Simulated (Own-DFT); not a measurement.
# Response to strain: wurtzite GaN, 72 atoms (Ga36N36)

Calculated results; nothing here was measured. They come from Own-DFT, an in-house plane-wave density functional program, since retired, whose code no person has reviewed. Each row is one single-point run on a periodic cell that was not relaxed, without spin or spin-orbit coupling.

Settings of every run: PBE; PseudoDojo norm-conserving scalar-relativistic files; cutoff 42 hartree; 4 x 4 x 3 k mesh centred on Gamma; Fermi-Dirac smearing of 0.1 eV.

Known limits: forces not confirmed at this smearing and k mesh; stress not checked against mesh or cutoff.

Unstrained cell vectors in Å: (9.567, 0.000, 0.000); (-4.784, 8.285, 0.000); (0.000, 0.000, 10.370). The unstrained cell has measured lattice constants (interpolated for alloys), not those of this functional. That, the random moves and any unrelaxed bonds set the pressure at no strain. Each run strains this cell uniformly, with the atoms carried along. Every atom was also moved at random, by a Gaussian of width 0.05 Å on each axis. Strain is the symmetric tensor, in per cent. Stress is positive in tension, and the pressure is minus a third of its trace.

```
run,e_xx (%),e_yy (%),e_zz (%),e_yz (%),e_xz (%),e_xy (%),s_xx (GPa),s_yy (GPa),s_zz (GPa),s_yz (GPa),s_xz (GPa),s_xy (GPa),P (GPa),E (meV/atom)
1,-0.55,-1.40,1.76,-1.73,-1.32,-0.17,-10.62,-12.79,-1.22,-3.13,-3.07,-0.82,8.21,17.8
2,-1.37,1.89,0.54,-1.68,0.72,0.78,-12.13,-0.71,-5.12,-3.50,2.52,3.96,5.99,17.0
3,-1.25,1.01,-1.08,1.94,1.17,-0.60,-13.42,-5.46,-14.51,4.31,2.56,-2.73,11.13,53.1
4,1.21,-1.97,0.40,-1.43,0.55,0.74,-4.94,-15.27,-6.35,-3.54,1.86,3.81,8.85,36.7
5,0.41,0.34,-0.30,0.42,-1.81,1.50,-6.98,-5.33,-8.97,1.26,-3.66,3.94,7.09,25.3
6,-0.70,1.76,1.47,-0.38,-1.18,-1.48,-7.15,0.80,-1.59,-0.56,-2.28,-4.54,2.65,4.2
7,1.51,0.73,-0.22,-1.78,1.41,1.05,-0.09,-2.11,-9.50,-3.95,1.97,2.25,3.90,16.7
8,1.22,-1.13,-1.81,1.50,-1.86,0.16,-5.11,-12.72,-17.15,3.31,-3.64,-0.71,11.66,43.9
9,0.66,-0.90,1.80,1.85,-1.61,0.74,-5.40,-8.18,-0.57,4.20,-3.57,2.73,4.72,21.3
10,0.64,-1.05,0.09,1.32,0.07,1.65,-5.58,-14.85,-6.01,3.26,-0.47,5.76,8.81,26.3
11,0.29,0.94,1.73,0.49,-0.67,-0.97,-2.64,-2.34,-0.52,0.74,-1.12,-1.96,1.83,0.0
12,-0.16,1.48,1.47,1.40,0.87,-1.24,-3.52,-1.67,-1.31,2.77,1.48,-2.67,2.16,4.2
13,-0.68,-1.31,-0.53,-0.25,-1.42,-0.50,-13.68,-15.50,-11.08,0.25,-2.65,-3.22,13.42,47.8
14,-0.03,-0.50,-1.61,-1.12,0.26,0.82,-10.86,-13.56,-12.40,-2.32,0.63,4.31,12.27,31.5
15,-1.14,0.71,-0.33,0.39,0.06,1.75,-10.22,-6.71,-10.09,1.35,-0.05,4.38,9.00,18.2
16,0.61,-1.91,0.68,-1.02,-1.65,-1.73,?,?,?,?,?,?,?,?
```

E is the free energy for each atom above the lowest run shown.

## Worked fit

Each stress component was fitted by least squares to a constant and the strains of the runs shown, as fractions, with shears doubled. Shear strains stay in the fit of a normal stress only where such slopes are resolved. The slopes, in GPa:

| stress | at no strain | per e_xx | per e_yy | per e_zz | scatter |
|---|---|---|---|---|---|
| s_xx | -7.8 | 460 ± 35 | 152 ± 26 | 100 ± 24 | 1.07 |
| s_yy | -8.2 | 134 ± 42 | 459 ± 31 | 101 ± 29 | 1.30 |
| s_zz | -8.1 | 17 ± 40 | 6 ± 30 | 432 ± 27 | 1.23 |

Each shear stress against twice its own strain: yz 108 ± 3, xz 99 ± 8, xy 157 ± 18 GPa. These are stiffnesses along x, y and z of the frame in which the cell vectors are given, which need not be the crystal's axes. The atoms are held to the strained lattice; where symmetry lets them move under strain, relaxing them would lower some slopes. The table should be nearly symmetric about its diagonal, and what it lacks of that shows the noise. A ninth of its sum, 207 ± 3 GPa, estimates the bulk modulus near the mean pressure of these runs, 7.4 GPa, so it lies above the value at zero pressure.

## Withheld run

Question: what normal stresses and pressure should run 16 give?

The fit gives s_xx = -7.2, s_yy = -15.5, s_zz = -5.2 and P = 9.3 GPa. The calculation gave -7.81, -14.84, -5.51 and P = 9.39 GPa.
